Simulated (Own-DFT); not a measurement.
# Computed records: Hf36O71 (tetragonal hafnia with one neutral oxygen vacancy, atoms displaced)

A calculation, not a measurement: plane-wave PBE and HSE06 DFT by an unreviewed code, no spin, of a simulated cell at Gamma alone, so results move with cell size and shape, stress positive in tension, energies less offsets, not probed for a lower state with spin; hafnium file: forces about 75 meV/angstrom off all-electron values; oxygen file: force components 24 meV/angstrom off all-electron in a glass; k mesh not checked against a denser one; forces and stress are PBE's, HSE06 gives the energy alone, and its difference from PBE has offsets of its own; offsets are fitted by least squares, one for each functional and potential file, so energies compare only between cells with the same atoms and settings and are not formation energies; the far tail of each file's local potential was reset to the Coulomb form; each entry is a single point on an unrelaxed cell, so the pressure reflects the starting lattice, taken from the Materials Project, from which strain is counted, and rises with the displacements; printed positions are rounded, which can move forces by about a meV/angstrom; the program is a retired in-house code; no spin-orbit coupling. Program: Own-DFT development build.

Common to all runs: first functional PBE; second functional HSE06; exact exchange share 0.25; screening 0.11 1/bohr; exchange divergence Gygi-Baldereschi; potential files PseudoDojo norm-conserving, scalar-relativistic, made for PBE, standard set; wave cutoff 48 hartree; occupations fixed; k mesh 1 x 1 x 1 centred on Gamma.

```yaml
- entry: 1
  formula: Hf36O71
  kind: "tetragonal hafnia with one neutral oxygen vacancy, atoms displaced"
  structure:
    cell_angstrom: [[10.78, 0.0, 0.0], [0.0, 10.78, 0.0], [0.0, 0.0, 10.4493]]
    atoms_fractional:
      - [Hf, 0.00155, 0.00801, 0.00274]
      - [Hf, 0.16601, 0.16373, 0.25195]
      - [O, 0.99893, 0.17045, 0.14991]
      - [O, 0.1622, 0.0028, 0.35238]
      - [O, 0.00657, 0.15651, 0.40286]
      - [O, 0.16855, 0.98966, 0.08595]
      - [Hf, 0.98696, 0.00013, 0.48715]
      - [Hf, 0.17763, 0.16537, 0.74337]
      - [O, 0.99927, 0.1697, 0.65595]
      - [O, 0.18148, 0.00362, 0.84588]
      - [O, 0.00453, 0.16218, 0.90725]
      - [O, 0.16692, 0.99779, 0.59762]
      - [Hf, 0.98978, 0.33979, 0.98693]
      - [Hf, 0.17655, 0.50646, 0.23938]
      - [O, 0.00567, 0.49686, 0.16743]
      - [O, 0.16834, 0.32538, 0.36022]
      - [O, 0.01212, 0.50173, 0.39592]
      - [O, 0.1724, 0.33979, 0.09767]
      - [Hf, 0.99632, 0.32827, 0.49943]
      - [Hf, 0.18011, 0.49829, 0.74966]
      - [O, 0.99804, 0.50921, 0.65772]
      - [O, 0.16406, 0.32481, 0.84497]
      - [O, 0.98849, 0.51261, 0.90151]
      - [O, 0.16446, 0.32692, 0.60226]
      - [Hf, 0.00807, 0.66763, 0.9941]
      - [Hf, 0.17385, 0.81222, 0.24799]
      - [O, 0.15011, 0.67139, 0.34874]
      - [O, 0.9934, 0.83748, 0.39662]
      - [O, 0.17109, 0.67379, 0.10739]
      - [Hf, 0.99338, 0.66228, 0.49872]
      - [Hf, 0.17212, 0.83237, 0.74639]
      - [O, 0.01346, 0.8348, 0.66101]
      - [O, 0.15875, 0.66623, 0.8483]
      - [O, 0.00635, 0.842, 0.91326]
      - [O, 0.16177, 0.66752, 0.58578]
      - [Hf, 0.32726, 0.01586, 0.00011]
      - [Hf, 0.5036, 0.16978, 0.24824]
      - [O, 0.34365, 0.17586, 0.15483]
      - [O, 0.49389, 0.00809, 0.34251]
      - [O, 0.32925, 0.16399, 0.40117]
      - [O, 0.4938, 0.99344, 0.09815]
      - [Hf, 0.33313, 0.98975, 0.50055]
      - [Hf, 0.50619, 0.15493, 0.75103]
      - [O, 0.33747, 0.16374, 0.65626]
      - [O, 0.49282, 0.98695, 0.84504]
      - [O, 0.33428, 0.17289, 0.91346]
      - [O, 0.50622, 0.00249, 0.59856]
      - [Hf, 0.32771, 0.32921, 0.00898]
      - [Hf, 0.49498, 0.50486, 0.24538]
      - [O, 0.34421, 0.50829, 0.15426]
      - [O, 0.50535, 0.33223, 0.34599]
      - [O, 0.31644, 0.48886, 0.38573]
      - [O, 0.49708, 0.32693, 0.09723]
      - [Hf, 0.32772, 0.32617, 0.49959]
      - [Hf, 0.48841, 0.51401, 0.74178]
      - [O, 0.34095, 0.49386, 0.66173]
      - [O, 0.48516, 0.3353, 0.85374]
      - [O, 0.33135, 0.48003, 0.90805]
      - [O, 0.51044, 0.32703, 0.6021]
      - [Hf, 0.34214, 0.68429, 0.00679]
      - [Hf, 0.49628, 0.84529, 0.232]
      - [O, 0.33195, 0.84195, 0.15382]
      - [O, 0.48938, 0.66546, 0.34179]
      - [O, 0.32453, 0.8262, 0.41074]
      - [O, 0.50475, 0.65545, 0.09761]
      - [Hf, 0.33412, 0.66363, 0.48261]
      - [Hf, 0.51021, 0.83763, 0.74679]
      - [O, 0.33944, 0.83998, 0.64205]
      - [O, 0.48676, 0.66241, 0.85898]
      - [O, 0.32, 0.82954, 0.91119]
      - [O, 0.50291, 0.66699, 0.59682]
      - [Hf, 0.67167, 0.00371, 0.00926]
      - [Hf, 0.82776, 0.16281, 0.24487]
      - [O, 0.67054, 0.16428, 0.14641]
      - [O, 0.83484, 0.99667, 0.34304]
      - [O, 0.66268, 0.1597, 0.39459]
      - [O, 0.83669, 0.01563, 0.10781]
      - [Hf, 0.65735, 0.01079, 0.49669]
      - [Hf, 0.83216, 0.15991, 0.75423]
      - [O, 0.66906, 0.15907, 0.63975]
      - [O, 0.82427, 0.00496, 0.83587]
      - [O, 0.68318, 0.1691, 0.91421]
      - [O, 0.83532, 0.00087, 0.60146]
      - [Hf, 0.68063, 0.34401, 0.99563]
      - [Hf, 0.83839, 0.50803, 0.2512]
      - [O, 0.66583, 0.49416, 0.1515]
      - [O, 0.824, 0.32487, 0.34477]
      - [O, 0.65916, 0.50601, 0.39804]
      - [O, 0.82796, 0.35263, 0.08918]
      - [Hf, 0.65571, 0.32377, 0.49256]
      - [Hf, 0.84162, 0.50462, 0.76139]
      - [O, 0.66307, 0.49958, 0.63692]
      - [O, 0.83666, 0.3576, 0.84914]
      - [O, 0.67749, 0.5126, 0.90518]
      - [O, 0.83409, 0.33796, 0.60305]
      - [Hf, 0.67095, 0.65558, 0.99711]
      - [Hf, 0.83795, 0.83355, 0.25204]
      - [O, 0.67069, 0.83392, 0.13959]
      - [O, 0.83136, 0.67144, 0.34749]
      - [O, 0.66689, 0.82975, 0.39773]
      - [O, 0.83854, 0.66379, 0.10375]
      - [Hf, 0.66181, 0.65737, 0.50012]
      - [Hf, 0.8294, 0.82828, 0.76338]
      - [O, 0.67452, 0.8319, 0.65673]
      - [O, 0.84076, 0.66559, 0.8516]
      - [O, 0.68457, 0.82153, 0.89464]
      - [O, 0.83535, 0.67132, 0.58204]
  results:
    "PBE_energy_of_cell_above_offsets [eV]": "-88.362"
    "HSE06_less_PBE_above_offsets [eV]": "0.417"
    "PBE_pressure [GPa]": 6.18
    "PBE_stress_xx [GPa]": -5.23
    "PBE_stress_yy [GPa]": -7.22
    "PBE_stress_zz [GPa]": -6.1
    "PBE_stress_yz [GPa]": 0.57
    "PBE_stress_xz [GPa]": 0.91
    "PBE_stress_xy [GPa]": -0.33
    force_element: [Hf, Hf, O, O, O, O, Hf, Hf, O, O, O, O, Hf, Hf, O, O, O, O, Hf, Hf, O, O, O, O, Hf, Hf, O, O, O, Hf, Hf, O, O, O, O, Hf, Hf, O, O, O, O, Hf, Hf, O, O, O, O, Hf, Hf, O, O, O, O, Hf, Hf, O, O, O, O, Hf, Hf, O, O, O, O, Hf, Hf, O, O, O, O, Hf, Hf, O, O, O, O, Hf, Hf, O, O, O, O, Hf, Hf, O, O, O, O, Hf, Hf, O, O, O, O, Hf, Hf, O, O, O, O, Hf, Hf, O, O, O, O]
    "force_x [eV/angstrom]": [0.542, 0.069, 0.221, 1.131, -0.852, -0.831, 1.744, -2.621, -0.021, -0.071, -1.351, 0.36, 2.255, -1.195, -0.365, -0.374, -1.468, -2.837, -0.112, -2.481, 1.449, -0.889, 1.304, 0.812, -0.622, -3.158, 1.495, -0.072, 0.086, 1.26, 0.167, -2.473, 0.61, -0.721, 2.713, -0.112, -0.158, -2.605, -0.045, 0.653, 1.579, -1.971, -0.686, 1.716, 0.639, 0.093, -1.38, 3.113, 3.249, -2.773, -0.194, 1.163, 1.732, -0.139, 5.626, -3.533, 2.375, -1.307, -2.433, -0.299, 3.206, 0.706, -0.819, 0.154, 0.207, -0.276, -0.411, 0.61, 0.427, 0.484, -2.212, 0.279, 1.659, -1.065, -0.434, 0.119, -0.379, 2.822, 1.211, -0.15, 0.071, -0.584, -0.958, -5.223, -0.796, 0.186, 0.728, 0.336, 3.094, 2.198, -1.131, 0.039, -0.118, -0.47, -0.386, 0.388, 0.17, -0.606, 0.399, -0.893, 0.1, 1.739, 1.766, -1.259, 0.293, -1.597, -1.627]
    "force_y [eV/angstrom]": [-1.268, 0.394, 0.509, -1.178, 2.955, 0.955, -1.576, -0.7, 0.069, -0.068, 1.944, 0.504, -0.525, -1.966, -0.028, -0.092, -1.259, 0.34, 0.191, -0.412, -0.416, 1.605, -2.659, 0.852, 2.203, 4.654, -2.28, -1.132, -0.568, 0.54, 1.057, -0.369, -0.848, -0.501, -0.638, -2.138, 1.661, -1.697, -2.206, 0.212, 0.527, 1.303, 3.415, 0.093, 2.265, -1.148, -0.323, 0.694, -1.443, 0.058, 0.137, 1.268, 0.44, -0.774, -2.56, -0.083, -0.94, 4.42, -0.413, -3.488, -0.82, -1.287, 1.075, 1.05, 1.651, -0.901, -2.566, -0.51, 1.576, 2.078, 0.079, -1.214, 0.077, -0.186, 1.469, 0.866, -1.625, -3.564, 2.261, 0.307, -2.282, 0.11, 0.297, 0.079, -0.446, 0.46, 1.099, -1.512, -0.96, 2.82, 2.178, 0.711, -6.147, -3.541, -0.515, 3.833, -1.101, 0.985, -1.058, 1.104, -0.103, 1.024, 0.863, 0.082, 1.1, 1.351, 0.191]
    "force_z [eV/angstrom]": [1.009, 1.25, 0.241, -1.464, -0.842, 1.517, 2.49, 0.31, 0.321, -0.29, -1.012, -0.456, 1.446, 1.743, -2.439, -1.428, 1.349, 1.093, 0.262, 1.163, -0.214, 0.183, 0.619, -0.289, 1.45, 0.171, 0.27, -0.178, -0.787, -0.448, -0.11, -0.029, -0.181, 0.074, 0.907, -0.517, -0.584, 0.073, 0.585, 0.871, -0.701, 0.176, -0.043, -0.545, 1.24, -2.061, 0.587, -0.864, 0.722, -1.63, 0.68, 2.135, 0.262, -0.858, 2.868, -3.865, -2.14, -1.326, -0.366, -0.497, 2.329, -0.532, 0.405, -2.247, 0.179, 1.772, -1.122, 1.517, -1.015, -1.018, 0.459, -0.003, 1.109, 0.13, 0.626, -0.82, -1.961, 0.017, -3.083, 1.524, 2.793, -1.802, -0.827, 0.044, 0.34, -0.212, -0.105, -0.581, 1.33, 0.653, -5.456, 2.03, 2.15, -2.531, -1.064, 3.192, -0.231, 0.588, -0.38, 0.371, -0.742, -0.505, -2.743, -0.264, 0.499, 1.068, 2.21]
- entry: 2
  formula: Hf36O71
  kind: "tetragonal hafnia with one neutral oxygen vacancy, atoms displaced"
  structure:
    cell_angstrom: [[10.78, 0.0, 0.0], [0.0, 10.78, 0.0], [0.0, 0.0, 10.4493]]
    atoms_fractional:
      - [Hf, 0.00545, 0.99891, 0.99961]
      - [Hf, 0.16359, 0.16663, 0.24279]
      - [O, 0.99816, 0.16693, 0.15485]
      - [O, 0.1666, 0.99963, 0.34972]
      - [O, 0.99827, 0.16802, 0.40071]
      - [O, 0.16931, 0.9984, 0.09963]
      - [Hf, 0.00102, 0.0003, 0.50073]
      - [Hf, 0.16579, 0.16442, 0.75345]
      - [O, 0.99671, 0.16286, 0.65205]
      - [O, 0.16472, 0.99546, 0.84417]
      - [O, 0.99204, 0.16484, 0.90484]
      - [O, 0.17135, 0.99982, 0.59698]
      - [Hf, 0.00058, 0.3302, 0.00465]
      - [Hf, 0.16586, 0.49644, 0.24233]
      - [O, 0.99288, 0.49756, 0.15254]
      - [O, 0.17, 0.33362, 0.34279]
      - [O, 0.99661, 0.50193, 0.40389]
      - [O, 0.16609, 0.33212, 0.09754]
      - [Hf, 0.99817, 0.33237, 0.50512]
      - [Hf, 0.16635, 0.50006, 0.75373]
      - [O, 0.99754, 0.5001, 0.65564]
      - [O, 0.16521, 0.33469, 0.84862]
      - [O, 0.99752, 0.50036, 0.90198]
      - [O, 0.16369, 0.33571, 0.59987]
      - [Hf, 0.00487, 0.66847, 0.99683]
      - [Hf, 0.16654, 0.83431, 0.25206]
      - [O, 0.16701, 0.67176, 0.34431]
      - [O, 0.00089, 0.836, 0.39714]
      - [O, 0.16202, 0.65957, 0.09849]
      - [Hf, 0.9993, 0.66609, 0.4976]
      - [Hf, 0.16432, 0.83292, 0.75088]
      - [O, 0.99989, 0.83409, 0.64978]
      - [O, 0.16209, 0.66592, 0.85091]
      - [O, 0.99662, 0.83253, 0.8991]
      - [O, 0.16688, 0.66749, 0.60062]
      - [Hf, 0.33232, 0.00248, 0.99723]
      - [Hf, 0.50045, 0.17071, 0.24567]
      - [O, 0.33458, 0.16853, 0.15321]
      - [O, 0.50099, 0.00277, 0.34924]
      - [O, 0.33361, 0.16965, 0.40047]
      - [O, 0.50174, 0.99942, 0.09757]
      - [Hf, 0.33113, 0.99733, 0.49602]
      - [Hf, 0.49502, 0.16162, 0.74949]
      - [O, 0.33062, 0.16246, 0.6484]
      - [O, 0.49604, 0.99783, 0.85002]
      - [O, 0.33226, 0.16876, 0.90715]
      - [O, 0.50226, 0.99791, 0.59802]
      - [Hf, 0.33598, 0.3305, 0.0048]
      - [Hf, 0.49722, 0.49931, 0.24846]
      - [O, 0.32862, 0.5018, 0.14914]
      - [O, 0.49848, 0.33225, 0.3481]
      - [O, 0.33045, 0.50071, 0.40452]
      - [O, 0.50014, 0.33431, 0.09781]
      - [Hf, 0.3324, 0.336, 0.49961]
      - [Hf, 0.49937, 0.50059, 0.74822]
      - [O, 0.33246, 0.50083, 0.65274]
      - [O, 0.49997, 0.33621, 0.849]
      - [O, 0.33147, 0.49754, 0.90574]
      - [O, 0.50312, 0.33349, 0.59791]
      - [Hf, 0.33488, 0.6605, 0.99794]
      - [Hf, 0.50213, 0.8324, 0.25694]
      - [O, 0.33165, 0.83237, 0.16002]
      - [O, 0.49943, 0.6686, 0.35014]
      - [O, 0.33198, 0.83539, 0.40361]
      - [O, 0.50288, 0.66349, 0.09817]
      - [Hf, 0.32638, 0.66675, 0.50453]
      - [Hf, 0.50133, 0.8369, 0.74928]
      - [O, 0.3313, 0.83494, 0.64627]
      - [O, 0.49942, 0.66763, 0.85191]
      - [O, 0.33342, 0.83742, 0.90017]
      - [O, 0.50121, 0.66482, 0.59287]
      - [Hf, 0.66663, 0.99824, 0.99557]
      - [Hf, 0.83131, 0.16586, 0.24471]
      - [O, 0.66673, 0.16577, 0.15315]
      - [O, 0.83085, 0.99817, 0.34977]
      - [O, 0.67097, 0.16719, 0.40452]
      - [O, 0.83123, 0.99859, 0.09596]
      - [Hf, 0.6641, 0.99899, 0.49763]
      - [Hf, 0.83601, 0.167, 0.74412]
      - [O, 0.66699, 0.16471, 0.64965]
      - [O, 0.8338, 0.00176, 0.84105]
      - [O, 0.66589, 0.16781, 0.90788]
      - [O, 0.8352, 0.99992, 0.59641]
      - [Hf, 0.66634, 0.33366, 0.99883]
      - [Hf, 0.8328, 0.50117, 0.24643]
      - [O, 0.6647, 0.4984, 0.151]
      - [O, 0.82982, 0.3329, 0.34879]
      - [O, 0.66969, 0.49975, 0.40185]
      - [O, 0.82733, 0.33143, 0.09824]
      - [Hf, 0.67043, 0.33413, 0.4976]
      - [Hf, 0.8345, 0.50426, 0.75413]
      - [O, 0.66849, 0.50453, 0.65223]
      - [O, 0.83789, 0.33127, 0.84363]
      - [O, 0.66545, 0.49909, 0.89818]
      - [O, 0.83586, 0.33224, 0.59738]
      - [Hf, 0.66288, 0.66515, 0.99841]
      - [Hf, 0.83462, 0.83883, 0.24725]
      - [O, 0.66761, 0.83278, 0.14923]
      - [O, 0.82954, 0.66615, 0.35485]
      - [O, 0.66478, 0.83583, 0.40137]
      - [O, 0.83456, 0.66537, 0.102]
      - [Hf, 0.66735, 0.66825, 0.49997]
      - [Hf, 0.82803, 0.83704, 0.74618]
      - [O, 0.66627, 0.83439, 0.65165]
      - [O, 0.83125, 0.66835, 0.84813]
      - [O, 0.66869, 0.83122, 0.90062]
      - [O, 0.83073, 0.66378, 0.59381]
  results:
    "PBE_stress_yy [GPa]": null
```

**Q.** Give the missing PBE stress yy for Hf36O71 (tetragonal hafnia with one neutral oxygen vacancy, atoms displaced) (entry 2).
**A.** -0.06 GPa

Further results for Hf36O71 (tetragonal hafnia with one neutral oxygen vacancy, atoms displaced) (entry 2):

| Quantity | Value |
| --- | --- |
| PBE energy of cell above offsets | -100.894 eV |
| HSE06 less PBE above offsets | -0.147 eV |
| PBE pressure | 0.72 GPa |
| PBE stress xx | -0.9 GPa |
| PBE stress zz | -1.2 GPa |
| PBE stress yz | -0.38 GPa |
| PBE stress xz | 0.16 GPa |
| PBE stress xy | 0.03 GPa |

Force:
```tsv
element	x (eV/Å)	y (eV/Å)	z (eV/Å)
Hf	-1.262	-0.797	0.058
Hf	0.745	-0.14	2.214
O	0.237	0.089	-1.073
O	0.062	0.577	-0.444
O	0.267	-0.124	0.348
O	-0.425	0.307	-0.451
Hf	0.062	0.031	-0.466
Hf	-0.12	0.595	-1.122
O	1.713	0.11	-0.071
O	-0.074	1.295	0.908
O	1.048	0.179	0.068
O	-1.257	0.099	0.332
Hf	-1.337	0.822	-1.097
Hf	-0.946	0.883	1.454
O	1.533	-0.645	-0.365
O	-0.226	-0.098	-0.047
O	0.46	-0.603	0.001
O	0.094	-0.035	0.09
Hf	-0.02	0.386	-1.194
Hf	-0.663	-0.316	-0.609
O	0.742	0.225	-0.155
O	-0.081	-0.855	0.146
O	0.251	-0.463	0.517
O	0.463	-0.246	-0.024
Hf	-1.596	-0.3	0.337
Hf	-0.473	0.268	-0.181
O	-0.012	-1.346	0.439
O	-0.141	-0.396	0.067
O	0.722	0.464	-0.25
Hf	-0.7	0.264	-0.129
Hf	0.255	-0.629	-1.005
O	-0.034	-0.026	0.156
O	0.512	0.298	-0.1
O	0.441	0.587	0.74
O	-0.733	-0.169	0.152
Hf	1.212	-1.273	1.115
Hf	0.092	-0.91	1.214
O	-0.428	0.095	-0.648
O	0.009	0.04	-0.282
O	-0.083	-0.289	0.282
O	-0.622	0.202	-0.475
Hf	0.525	0.988	-0.006
Hf	1.185	1.235	-0.813
O	0.128	0.386	1.192
O	0.218	0.582	-0.233
O	-0.212	-0.425	-1.005
O	-0.716	0.053	0.507
Hf	-0.013	0.629	-0.584
Hf	0.749	0.588	0.818
O	0.985	-0.196	0.033
O	0.059	0.639	-0.373
O	0.067	0.156	-0.43
O	-0.122	-0.019	0.347
Hf	0.263	-0.727	-0.117
Hf	1.016	-0.2	-0.416
O	-0.164	0.036	0.298
O	-0.44	-0.87	-0.24
O	-0.06	0.067	-0.38
O	-0.743	0.098	-0.043
Hf	0.046	1.324	0.597
Hf	-0.04	0.501	-0.734
O	0.511	-0.218	-0.707
O	-0.034	-0.831	-0.629
O	0.192	-0.715	-0.071
O	-1.146	-0.131	0.069
Hf	1.276	0.37	-0.765
Hf	-0.81	-0.809	-0.492
O	0.398	-0.3	1.032
O	-0.336	0.026	-0.513
O	-0.265	-0.923	0.367
O	-0.844	0.168	0.852
Hf	-0.055	-0.02	0.789
Hf	-0.459	0.24	1.754
O	-0.308	0.056	-0.168
O	0.192	0.485	-0.663
O	-0.263	-0.12	-0.42
O	0.903	-0.171	-0.123
Hf	0.579	0.906	-0.006
Hf	-1.312	0.215	0.563
O	-0.512	-0.045	0.856
O	-0.362	-0.331	0.5
O	-0.311	-0.396	-0.596
O	-0.425	-0.287	-0.195
Hf	0.061	0.238	-0.461
Hf	-0.914	0.457	1.383
O	-0.213	0.008	-0.033
O	0.266	-0.043	-0.632
O	-0.623	0.122	-0.083
O	1.098	-0.152	-0.17
Hf	-0.051	-0.003	0.155
Hf	-0.427	-0.366	-0.323
O	-0.339	-0.293	0.238
O	-0.324	0.394	0.421
O	0.112	0.04	0.479
O	-0.482	-0.118	0.134
Hf	1.28	0.022	0.369
Hf	0.188	-1.088	0.048
O	-0.317	-0.006	0.369
O	0.339	0.697	-1.179
O	-0.233	-0.366	-0.067
O	0.169	0.363	-0.614
Hf	0.081	-0.819	-0.655
Hf	1.01	-0.431	0.326
O	-0.345	-0.041	-0.187
O	0.033	0.257	-0.186
O	-0.297	0.495	-0.398
O	0.901	0.468	0.758
```
